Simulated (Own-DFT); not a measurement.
## Calculated data, GaP (zincblende, strained, atoms displaced), SiC (4H silicon carbide, atoms displaced)

A calculation, not a measurement: plane-wave PBE density functional theory by an unreviewed code, no spin, of a simulated periodic cell, stress positive in tension, free energy of the whole cell less one offset for each atom, forces on such cells passed a denser k mesh, this cell's mesh not checked; offsets are fitted by least squares, one for each functional and potential file, so energies compare only between cells with the same atoms and settings and are not formation energies; the far tail of each file's local potential was reset to the Coulomb form; each entry is a single point on an unrelaxed cell, so the pressure reflects the starting lattice, mostly measured values (interpolated for alloys), from which strain is counted, and rises with the displacements; printed positions are rounded, which can move forces by about a meV/angstrom; the program, named Own-DFT, is a retired in-house code; no spin-orbit coupling. Program: Own-DFT development build.

Settings shared by all entries: functional PBE; potential files PseudoDojo norm-conserving, scalar-relativistic, standard set; wave cutoff 42 hartree; occupations Fermi-Dirac; smearing width 0.1 eV; k mesh 3 x 3 x 3 centred on Gamma.

```yaml
- entry: 1
  formula: GaP
  kind: "zincblende, strained, atoms displaced"
  structure:
    cell_angstrom: [[10.862, 0.0, 0.0], [0.0, 10.862, 0.0], [0.0, 0.0, 10.9439]]
    atoms_fractional:
      - [Ga, 0.00075, 0.99842, 0.99846]
      - [Ga, 0.99542, 0.25293, 0.24796]
      - [Ga, 0.25093, 0.99208, 0.25158]
      - [Ga, 0.25292, 0.24855, 0.99901]
      - [P, 0.1287, 0.12132, 0.12377]
      - [P, 0.12902, 0.3728, 0.3746]
      - [P, 0.37546, 0.1234, 0.37017]
      - [P, 0.37453, 0.37246, 0.12114]
      - [Ga, 0.0008, 0.99651, 0.50187]
      - [Ga, 0.00096, 0.24853, 0.75307]
      - [Ga, 0.25117, 0.99903, 0.75008]
      - [Ga, 0.25627, 0.25027, 0.49874]
      - [P, 0.12313, 0.12686, 0.62083]
      - [P, 0.12814, 0.37232, 0.87431]
      - [P, 0.37594, 0.1286, 0.87574]
      - [P, 0.37718, 0.37526, 0.62304]
      - [Ga, 0.00022, 0.50001, 0.99741]
      - [Ga, 0.99867, 0.74738, 0.25309]
      - [Ga, 0.2497, 0.50124, 0.2483]
      - [Ga, 0.24899, 0.74775, 0.99889]
      - [P, 0.12314, 0.6258, 0.12498]
      - [P, 0.1296, 0.87724, 0.37398]
      - [P, 0.37147, 0.62835, 0.37396]
      - [P, 0.37521, 0.87778, 0.1256]
      - [Ga, 0.00131, 0.50553, 0.49541]
      - [Ga, 0.99369, 0.75037, 0.75198]
      - [Ga, 0.2543, 0.49587, 0.74731]
      - [Ga, 0.25353, 0.74793, 0.49973]
      - [P, 0.12268, 0.6274, 0.6259]
      - [P, 0.12268, 0.8752, 0.87867]
      - [P, 0.37805, 0.61946, 0.87472]
      - [P, 0.37547, 0.87329, 0.62215]
      - [Ga, 0.50084, 0.9989, 0.99868]
      - [Ga, 0.5035, 0.25009, 0.25174]
      - [Ga, 0.75052, 0.99877, 0.24906]
      - [Ga, 0.74855, 0.24663, 0.00143]
      - [P, 0.62278, 0.12322, 0.12853]
      - [P, 0.62395, 0.37719, 0.37117]
      - [P, 0.87318, 0.12232, 0.37672]
      - [P, 0.87059, 0.37455, 0.12623]
      - [Ga, 0.5012, 0.99737, 0.50034]
      - [Ga, 0.49985, 0.25145, 0.75173]
      - [Ga, 0.75407, 0.99864, 0.74801]
      - [Ga, 0.74991, 0.2508, 0.49522]
      - [P, 0.62508, 0.12789, 0.62742]
      - [P, 0.6273, 0.3758, 0.87776]
      - [P, 0.87639, 0.12443, 0.87735]
      - [P, 0.87685, 0.37661, 0.62419]
      - [Ga, 0.50086, 0.50235, 0.99884]
      - [Ga, 0.5032, 0.75268, 0.24925]
      - [Ga, 0.74671, 0.50056, 0.25002]
      - [Ga, 0.74678, 0.74295, 0.99915]
      - [P, 0.62617, 0.62424, 0.12562]
      - [P, 0.62483, 0.87234, 0.37802]
      - [P, 0.87372, 0.62626, 0.37525]
      - [P, 0.87884, 0.87836, 0.12581]
      - [Ga, 0.4994, 0.49717, 0.50106]
      - [Ga, 0.50453, 0.74904, 0.75098]
      - [Ga, 0.75107, 0.49719, 0.74634]
      - [Ga, 0.75319, 0.74593, 0.50201]
      - [P, 0.62879, 0.62391, 0.63137]
      - [P, 0.62758, 0.8755, 0.87413]
      - [P, 0.87214, 0.62604, 0.88033]
      - [P, 0.87236, 0.87335, 0.62307]
  results:
    "free_energy_of_cell_above_offsets [eV]": "-35.282"
    "pressure [GPa]": 3.07
    "stress_xx [GPa]": -3.26
    "stress_yy [GPa]": -3.23
    "stress_zz [GPa]": -2.72
    "stress_yz [GPa]": -0.17
    "stress_xz [GPa]": 0.42
    "stress_xy [GPa]": 0.22
    force_element: [Ga, Ga, Ga, Ga, P, P, P, P, Ga, Ga, Ga, Ga, P, P, P, P, Ga, Ga, Ga, Ga, P, P, P, P, Ga, Ga, Ga, Ga, P, P, P, P, Ga, Ga, Ga, Ga, P, P, P, P, Ga, Ga, Ga, Ga, P, P, P, P, Ga, Ga, Ga, Ga, P, P, P, P, Ga, Ga, Ga, Ga, P, P, P, P]
    "force_x [eV/angstrom]": [0.102, 0.611, 0.025, -0.449, -0.365, -0.438, 0.229, 0.405, 0.019, -0.083, -0.235, -0.37, 0.428, -0.142, 0.092, 0.045, 0.043, 0.277, 0.061, 0.281, 0.009, -0.73, 0.838, 0.206, 0.253, 0.405, -0.578, -0.648, 0.306, 0.342, -0.376, 0.19, -0.05, -0.621, -0.079, -0.09, 0.243, 0.048, 0.319, 0.253, -0.052, 0.238, -0.315, -0.02, 0.08, -0.068, -0.158, 0.185, 0.102, -0.358, 0.407, 0.279, -0.473, 0.486, -0.12, -0.571, 0.204, -0.511, 0.283, -0.628, -0.412, -0.011, 0.235, 0.422]
    "force_y [eV/angstrom]": [0.402, -0.619, 1.039, -0.093, 0.326, 0.303, -0.112, 0.445, 0.226, 0.129, 0.165, -0.314, -0.159, 0.288, -0.649, -0.345, -0.262, 0.622, -0.274, 0.066, -0.193, -0.851, -0.583, -0.722, -0.66, 0.024, 0.396, 0.287, -0.11, -0.282, 0.778, -0.036, 0.225, 0.042, -0.12, 0.004, -0.071, -0.066, 0.095, 0.295, 0.536, 0.121, 0.433, 0.085, -0.257, -0.089, -0.093, -0.242, -0.559, -0.16, 0.081, 1.158, 0.067, 0.052, -0.316, -0.799, 0.797, 0.184, -0.066, 0.144, -0.096, -0.071, -0.593, 0.042]
    "force_z [eV/angstrom]": [0.417, 0.222, -0.424, 0.258, 0.266, -0.093, 0.487, 0.528, -0.325, -0.395, -0.09, -0.134, 0.479, 0.043, -0.312, 0.191, 0.295, -0.279, -0.112, 0.097, -0.006, 0.58, -0.184, -0.473, 0.331, 0.128, 0.062, 0.195, 0.162, -0.778, -0.264, 0.609, 0.029, -0.407, 0.25, 0.089, -0.395, 0.581, -0.236, -0.384, 0.015, 0.053, 0.169, 0.497, -0.329, -0.272, -0.227, -0.309, 0.393, 0.045, -0.034, 0.496, 0.113, -0.134, -0.258, -0.139, -0.265, 0.019, 0.734, -0.055, -0.929, 0.154, -0.885, 0.14]
- entry: 2
  formula: SiC
  kind: "4H silicon carbide, atoms displaced"
  structure:
    cell_angstrom: [[12.3308, 0.0, 0.0], [-6.1654, 10.6788, 0.0], [0.0, 0.0, 10.0681]]
    atoms_fractional:
      - [Si, 0.00345, 0.99799, 0.40582]
      - [Si, 0.08324, 0.16796, 0.15113]
      - [C, 0.99799, 0.9958, 0.09376]
      - [C, 0.08829, 0.16639, 0.34427]
      - [Si, 0.99714, 0.24675, 0.40302]
      - [Si, 0.08439, 0.41701, 0.15306]
      - [C, 0.00101, 0.24831, 0.08929]
      - [C, 0.08496, 0.41821, 0.34436]
      - [Si, 0.99994, 0.50375, 0.40502]
      - [Si, 0.0795, 0.6647, 0.16187]
      - [C, 0.00177, 0.49948, 0.08983]
      - [C, 0.07872, 0.66476, 0.34908]
      - [Si, 0.9997, 0.74958, 0.40751]
      - [Si, 0.08361, 0.91853, 0.15527]
      - [C, 0.00256, 0.74941, 0.08738]
      - [C, 0.08518, 0.91875, 0.3438]
      - [Si, 0.25088, 0.99671, 0.40807]
      - [Si, 0.33469, 0.16432, 0.1587]
      - [C, 0.25478, 0.00181, 0.0954]
      - [C, 0.33235, 0.16674, 0.34302]
      - [Si, 0.24814, 0.2468, 0.40771]
      - [Si, 0.33188, 0.41579, 0.15616]
      - [C, 0.25628, 0.25258, 0.09121]
      - [C, 0.33534, 0.41987, 0.34132]
      - [Si, 0.24662, 0.4948, 0.40415]
      - [Si, 0.34279, 0.6712, 0.15695]
      - [C, 0.24781, 0.49539, 0.09629]
      - [C, 0.33558, 0.66449, 0.34808]
      - [Si, 0.24746, 0.74832, 0.41268]
      - [Si, 0.33085, 0.91949, 0.15684]
      - [C, 0.24722, 0.74593, 0.09373]
      - [C, 0.33402, 0.91492, 0.339]
      - [Si, 0.50002, 0.99958, 0.40233]
      - [Si, 0.5867, 0.16917, 0.15798]
      - [C, 0.50538, 0.00184, 0.09487]
      - [C, 0.58039, 0.1623, 0.34392]
      - [Si, 0.50444, 0.25564, 0.41003]
      - [Si, 0.5801, 0.41699, 0.15768]
      - [C, 0.50041, 0.25449, 0.08991]
      - [C, 0.58369, 0.41551, 0.34204]
      - [Si, 0.50234, 0.49737, 0.40084]
      - [Si, 0.58151, 0.67049, 0.15539]
      - [C, 0.49682, 0.49687, 0.09393]
      - [C, 0.581, 0.6694, 0.34156]
      - [Si, 0.50101, 0.75226, 0.4085]
      - [Si, 0.58602, 0.9177, 0.15932]
      - [C, 0.5042, 0.75047, 0.0908]
      - [C, 0.58442, 0.92018, 0.34656]
      - [Si, 0.74722, 0.00384, 0.41121]
      - [Si, 0.83344, 0.16753, 0.15723]
      - [C, 0.75139, 0.99928, 0.09041]
      - [C, 0.82931, 0.16398, 0.34546]
      - [Si, 0.747, 0.24755, 0.40993]
      - [Si, 0.82493, 0.40844, 0.15488]
      - [C, 0.74565, 0.24809, 0.0894]
      - [C, 0.83565, 0.42008, 0.34849]
      - [Si, 0.75245, 0.49836, 0.40525]
      - [Si, 0.83266, 0.66333, 0.15557]
      - [C, 0.7508, 0.49942, 0.09501]
      - [C, 0.82931, 0.66333, 0.34224]
      - [Si, 0.74593, 0.74477, 0.40549]
      - [Si, 0.83328, 0.91378, 0.15772]
      - [C, 0.75369, 0.75365, 0.09638]
      - [C, 0.83255, 0.91551, 0.34725]
      - [Si, 0.99533, 0.99761, 0.91221]
      - [Si, 0.90965, 0.83128, 0.65438]
      - [C, 0.99545, 0.99996, 0.59647]
      - [C, 0.91808, 0.83847, 0.84354]
      - [Si, 0.00574, 0.75183, 0.90863]
      - [Si, 0.91316, 0.58223, 0.65292]
      - [C, 0.00719, 0.75353, 0.59285]
      - [C, 0.9144, 0.58032, 0.84508]
      - [Si, 0.99561, 0.49964, 0.90821]
      - [Si, 0.92047, 0.3315, 0.65835]
      - [C, 0.00211, 0.49966, 0.59016]
      - [C, 0.91229, 0.33045, 0.84614]
      - [Si, 0.00107, 0.24717, 0.90313]
      - [Si, 0.92, 0.09029, 0.6579]
      - [C, 0.00205, 0.24996, 0.59764]
      - [C, 0.91429, 0.07768, 0.84652]
      - [Si, 0.75202, 0.00363, 0.90509]
      - [Si, 0.67179, 0.83487, 0.66045]
      - [C, 0.74857, 0.00281, 0.59286]
      - [C, 0.66793, 0.83446, 0.84453]
      - [Si, 0.75013, 0.7506, 0.90713]
      - [Si, 0.66749, 0.58209, 0.65542]
      - [C, 0.75136, 0.75172, 0.59169]
      - [C, 0.66304, 0.58202, 0.83913]
      - [Si, 0.74826, 0.49557, 0.90852]
      - [Si, 0.66572, 0.32936, 0.65441]
      - [C, 0.74639, 0.49714, 0.59351]
      - [C, 0.66675, 0.33712, 0.84289]
      - [Si, 0.7542, 0.25256, 0.91341]
      - [Si, 0.66048, 0.08065, 0.65294]
      - [C, 0.75094, 0.24752, 0.5922]
      - [C, 0.66453, 0.08427, 0.84496]
      - [Si, 0.5003, 0.00056, 0.91172]
      - [Si, 0.41633, 0.8312, 0.65965]
      - [C, 0.49793, 0.99715, 0.5923]
      - [C, 0.4173, 0.83625, 0.84461]
      - [Si, 0.49947, 0.752, 0.90917]
      - [Si, 0.42125, 0.58421, 0.65714]
      - [C, 0.50201, 0.75127, 0.59258]
      - [C, 0.41501, 0.58152, 0.84135]
      - [Si, 0.50035, 0.5006, 0.90166]
      - [Si, 0.41603, 0.33077, 0.66116]
      - [C, 0.49986, 0.50018, 0.59271]
      - [C, 0.41672, 0.33324, 0.84368]
      - [Si, 0.49626, 0.25445, 0.9072]
      - [Si, 0.41266, 0.08385, 0.65567]
      - [C, 0.49561, 0.25044, 0.59561]
      - [C, 0.41691, 0.08149, 0.84287]
      - [Si, 0.25355, 0.00451, 0.90854]
      - [Si, 0.16264, 0.8283, 0.65212]
      - [C, 0.24569, 0.9956, 0.58752]
      - [C, 0.17102, 0.8355, 0.84391]
      - [Si, 0.24481, 0.74422, 0.90702]
      - [Si, 0.16829, 0.58246, 0.65744]
      - [C, 0.24987, 0.74958, 0.59608]
      - [C, 0.16673, 0.58708, 0.84801]
      - [Si, 0.24905, 0.50167, 0.90562]
      - [Si, 0.17006, 0.3328, 0.6544]
      - [C, 0.24483, 0.49517, 0.59653]
      - [C, 0.16633, 0.33231, 0.84603]
      - [Si, 0.25028, 0.2511, 0.90578]
      - [Si, 0.16435, 0.08107, 0.65418]
      - [C, 0.25034, 0.2443, 0.59308]
      - [C, 0.17078, 0.07982, 0.84236]
  results:
    "free_energy_of_cell_above_offsets [eV]": "-18.570"
    "pressure [GPa]": 3.82
    "stress_xx [GPa]": -3.34
    "stress_yy [GPa]": -2.74
    "stress_zz [GPa]": -5.37
    "stress_yz [GPa]": -0.01
    "stress_xz [GPa]": -0.19
    "stress_xy [GPa]": 0.37
    force_element: [Si, Si, C, C, Si, Si, C, C, Si, Si, C, C, Si, Si, C, C, Si, Si, C, C, Si, Si, C, C, Si, Si, C, C, Si, Si, C, C, Si, Si, C, C, Si, Si, C, C, Si, Si, C, C, Si, Si, C, C, Si, Si, C, C, Si, Si, C, C, Si, Si, C, C, Si, Si, C, C, Si, Si, C, C, Si, Si, C, C, Si, Si, C, C, Si, Si, C, C, Si, Si, C, C, Si, Si, C, C, Si, Si, C, C, Si, Si, C, C, Si, Si, C, C, Si, Si, C, C, Si, Si, C, C, Si, Si, C, C, Si, Si, C, C, Si, Si, C, C, Si, Si, C, C, Si, Si, C, C]
    "force_x [eV/angstrom]": [-1.662, 1.286, -0.026, -1.75, 0.666, -0.253, -0.863, -1.096, 1.039, 0.998, -1.216, 0.667, -0.789, 0.775, -0.628, 0.512, -0.102, -0.345, -1.522, 0.944, 0.859, 0.294, -0.967, 0.265, 0.704, -2.043, 0.436, -0.939, 0.952, 1.996, 0.359, -0.436, -0.687, -1.486, -1.167, 0.016, -0.923, 0.594, 0.659, 0.667, -1.487, 1.928, 0.096, 0.723, -0.127, 0.149, -0.973, 0.241, 1.528, 0.302, -0.074, 0.267, 0.28, 1.368, 1.177, -0.005, -1.162, 0.027, -0.776, 0.825, -0.157, -0.485, -0.407, -0.106, 1.577, 2.119, 0.703, 0.348, -0.96, 1.094, -3.089, -0.374, 1.013, -1.287, -0.586, 1.51, -0.753, -0.367, 0.155, 0.066, -0.856, -1.255, 0.666, -0.237, 0.29, -0.73, -0.471, 1.088, -0.595, -0.176, 0.509, 0.344, -1.85, 0.713, -0.329, 0.542, 0.046, 0.044, -0.967, -0.025, 0.337, -1.227, 0.292, -0.069, -0.344, -0.657, 0.576, -0.946, 2.04, 0.652, 1.479, -0.291, 0.646, 1.445, 0.29, -0.546, 0.507, -0.7, 0.328, -0.053, 0.222, -0.158, 1.375, 0.023, 0.382, 0.061, -0.481, -2.042]
    "force_y [eV/angstrom]": [0.448, -0.406, 1.087, -0.321, 0.583, -0.271, 0.406, -0.878, -1.465, 0.031, -0.55, 0.958, 0.404, -0.609, 0.177, -1.134, 0.814, 1.155, 0.016, -0.151, 1.166, -0.111, -1.12, -1.389, 1.142, -1.35, 1.594, 0.48, 0.035, -1.486, 0.782, -0.242, -0.607, -0.671, -0.235, 1.751, -1.826, 0.106, -0.966, 0.388, 0.99, -1.294, 1.437, -0.729, -0.205, 0.252, 0.911, -0.834, -1.422, -0.69, 0.297, 1.079, 0.651, 2.012, 0.009, -1.839, 0.414, 0.952, -0.538, 0.372, 1.288, 1.011, -1.73, 0.256, 0.39, 1.161, 0.056, -1.852, -0.132, -0.022, -1.586, 0.923, -0.113, 0.639, -0.119, 0.661, 0.07, -2.104, 0.491, 1.623, -0.833, 0.23, -0.131, -0.013, -0.101, 0.168, -1.383, 0.489, 1.397, 0.416, 0.14, -1.523, -1.0, 0.37, 0.223, 0.303, 0.189, 0.499, 0.301, -0.939, -0.173, -0.139, -0.075, 0.702, -0.138, 0.896, -0.596, 0.497, -1.241, -0.991, -0.218, 1.114, -1.262, 1.702, 0.281, -0.22, 2.342, -0.065, -0.34, -2.128, -0.446, -0.54, 1.001, 0.284, -0.768, -0.874, 1.061, 1.061]
    "force_z [eV/angstrom]": [0.516, 0.808, 0.535, -0.594, 0.608, 0.536, 0.713, -0.639, 0.522, -1.113, 1.537, -0.734, -0.357, 0.069, 2.402, -0.273, -1.398, -0.392, -0.458, 0.817, -0.617, -0.134, 0.357, 0.779, 0.779, 0.388, -0.872, -0.328, -1.525, -0.67, 0.712, 1.451, 0.94, -0.682, 0.675, 0.293, -0.769, -0.789, 1.275, 0.369, 0.92, 0.055, -0.472, 0.401, -0.023, -0.531, 0.619, -0.507, -0.765, -0.537, 0.972, -0.483, -0.724, 0.67, 2.187, -1.263, 0.293, -0.303, -0.099, 0.533, -0.431, 0.638, -0.657, -0.182, -1.525, 0.703, -0.702, 0.105, -1.97, 0.653, -0.201, -0.453, -0.812, -0.353, 1.009, -0.162, 0.197, -0.015, -1.119, -0.558, -0.05, -0.951, 1.126, 0.526, -0.129, -0.308, 0.005, 1.324, -0.665, 0.712, -0.588, 0.334, -2.977, 1.176, 0.641, -0.105, -1.101, -0.502, -0.321, 0.8, -1.703, -0.894, 0.915, 0.932, 0.933, -1.142, -0.328, 0.041, -0.654, -0.106, -0.276, 0.551, -0.511, 1.729, 1.471, -0.134, 0.419, 0.153, 0.062, -1.125, 0.451, 0.693, -0.716, -0.748, -0.076, 0.442, 0.315, 0.512]
- entry: 3
  formula: GaP
  kind: "zincblende, strained, atoms displaced"
  structure:
    cell_angstrom: [[10.862, 0.0, 0.0], [0.0, 10.862, 0.0], [0.0, 0.0, 10.9439]]
    atoms_fractional:
      - [Ga, 0.01698, 0.00574, 0.99698]
      - [Ga, 0.9983, 0.24982, 0.24732]
      - [Ga, 0.23966, 0.99698, 0.25006]
      - [Ga, 0.2656, 0.23957, 0.99852]
      - [P, 0.11157, 0.11178, 0.12564]
      - [P, 0.11718, 0.36543, 0.37484]
      - [P, 0.37645, 0.12005, 0.37708]
      - [P, 0.37489, 0.38311, 0.12807]
      - [Ga, 0.99803, 0.00321, 0.49216]
      - [Ga, 0.99849, 0.25172, 0.74117]
      - [Ga, 0.25208, 0.99751, 0.74529]
      - [Ga, 0.24822, 0.25764, 0.50033]
      - [P, 0.13114, 0.1285, 0.61763]
      - [P, 0.11875, 0.374, 0.88602]
      - [P, 0.37013, 0.13311, 0.88547]
      - [P, 0.38591, 0.3731, 0.62433]
      - [Ga, 0.00663, 0.48267, 0.98509]
      - [Ga, 0.01106, 0.73628, 0.2373]
      - [Ga, 0.25389, 0.49624, 0.24659]
      - [Ga, 0.24115, 0.75452, 0.01235]
      - [P, 0.11526, 0.6205, 0.1181]
      - [P, 0.11595, 0.87541, 0.38176]
      - [P, 0.38242, 0.63713, 0.36622]
      - [P, 0.38253, 0.88473, 0.11241]
      - [Ga, 0.00729, 0.49079, 0.49449]
      - [Ga, 0.00569, 0.76564, 0.75692]
      - [Ga, 0.25614, 0.51086, 0.7605]
      - [Ga, 0.25528, 0.74464, 0.49053]
      - [P, 0.12012, 0.62251, 0.62022]
      - [P, 0.14113, 0.87523, 0.8693]
      - [P, 0.36961, 0.6169, 0.86641]
      - [P, 0.36702, 0.8801, 0.63437]
      - [Ga, 0.47795, 0.00429, 0.99951]
      - [Ga, 0.49368, 0.25232, 0.25737]
      - [Ga, 0.75491, 0.99994, 0.24806]
      - [Ga, 0.74458, 0.25017, 0.9971]
      - [P, 0.61684, 0.13027, 0.11854]
      - [P, 0.61083, 0.3899, 0.37255]
      - [P, 0.86894, 0.12087, 0.36551]
      - [P, 0.87222, 0.37593, 0.12336]
      - [Ga, 0.50507, 0.00566, 0.49673]
      - [Ga, 0.49895, 0.24798, 0.74535]
      - [Ga, 0.75172, 0.99854, 0.75816]
      - [Ga, 0.74804, 0.25062, 0.50232]
      - [P, 0.62801, 0.13347, 0.63767]
      - [P, 0.6103, 0.3622, 0.86343]
      - [P, 0.87855, 0.10832, 0.87481]
      - [P, 0.87067, 0.37082, 0.61677]
      - [Ga, 0.49884, 0.50586, 0.00676]
      - [Ga, 0.49654, 0.74265, 0.25462]
      - [Ga, 0.75731, 0.49714, 0.25665]
      - [Ga, 0.73799, 0.7495, 0.99856]
      - [P, 0.62067, 0.62873, 0.12784]
      - [P, 0.62027, 0.8762, 0.37498]
      - [P, 0.88039, 0.63115, 0.36846]
      - [P, 0.87632, 0.87908, 0.12464]
      - [Ga, 0.50214, 0.49643, 0.4874]
      - [Ga, 0.49214, 0.75024, 0.75363]
      - [Ga, 0.74185, 0.49061, 0.75609]
      - [Ga, 0.74725, 0.75773, 0.49522]
      - [P, 0.63924, 0.62285, 0.63583]
      - [P, 0.60725, 0.8771, 0.87872]
      - [P, 0.87024, 0.62502, 0.88089]
      - [P, 0.87668, 0.88563, 0.6303]
  settings:
    hardware: "one NVIDIA H100"
  results:
    "free_energy_of_cell_above_offsets [eV]": "-27.342"
    "pressure [GPa]": 4.92
    "stress_xx [GPa]": -4.95
    "stress_yy [GPa]": -5.09
    "stress_zz [GPa]": -4.73
    "stress_yz [GPa]": -1.61
    "stress_xz [GPa]": 1.04
    "stress_xy [GPa]": 0.35
    force_element: [Ga, Ga, Ga, Ga, P, P, P, P, Ga, Ga, Ga, Ga, P, P, P, P, Ga, Ga, Ga, Ga, P, P, P, P, Ga, Ga, Ga, Ga, P, P, P, P, Ga, Ga, Ga, Ga, P, P, P, P, Ga, Ga, Ga, Ga, P, P, P, P, Ga, Ga, Ga, Ga, P, P, P, P, Ga, Ga, Ga, Ga, P, P, P, P]
    "force_x [eV/angstrom]": [-2.108, -0.754, 0.8, -3.557, 2.679, 1.481, -1.091, 0.227, -0.474, -0.036, -0.572, 1.104, -0.641, 3.647, 1.496, -1.626, -3.575, -1.818, -1.274, 1.121, 1.825, 1.078, -2.201, -2.556, -1.386, -0.969, -2.816, -0.972, 0.767, -0.912, 2.108, 1.836, 3.208, 0.33, -1.497, 0.377, 0.041, 2.984, 0.378, 0.16, -0.125, -1.437, -1.212, -0.691, 0.366, 1.479, 0.365, 0.529, 0.05, 1.693, -0.574, 0.605, 0.767, 0.3, -0.097, 0.446, -1.211, 0.516, 1.143, 0.789, -1.79, 0.869, 0.514, -0.103]
    "force_y [eV/angstrom]": [-2.521, -0.513, -0.356, 2.809, 2.89, 0.628, 0.677, -1.533, 0.614, -0.603, 2.081, -0.49, -0.408, -3.121, -1.951, 1.03, 3.415, 2.39, 0.936, -0.515, -1.6, -1.277, -2.843, -2.854, 1.117, -1.466, -2.888, 0.908, 0.28, 0.263, 2.716, -1.282, 1.498, -0.198, -0.362, -0.392, -0.576, -2.879, 1.31, -0.24, -0.263, -0.829, -0.56, -0.225, -1.626, 1.858, 2.3, 0.996, -0.419, 2.738, 0.647, 0.758, -0.655, 0.113, -0.539, -0.919, 2.555, -0.347, -0.042, -0.588, 0.925, 0.315, -0.253, -0.634]
    "force_z [eV/angstrom]": [-1.693, -0.528, 0.197, 3.057, 1.479, -0.932, -0.359, -0.608, 1.044, 0.633, 0.672, 0.012, 0.57, -3.48, -4.327, -0.413, 2.866, 1.481, 0.741, -0.885, -0.727, -1.31, 1.724, 3.561, 0.519, -0.751, -2.914, 1.312, 0.569, 1.242, 3.579, -2.366, -1.173, -0.739, -0.931, -0.461, 0.922, -1.449, 1.3, -0.302, 1.498, 0.041, -0.313, -1.039, -1.386, 2.509, 0.441, 0.797, -1.18, -2.279, -0.526, 0.311, 0.277, -0.559, 0.893, -0.827, 3.08, -0.668, 0.093, 0.95, -1.652, -0.129, -0.623, -0.837]
    "wall_time [s]": 551.9
```
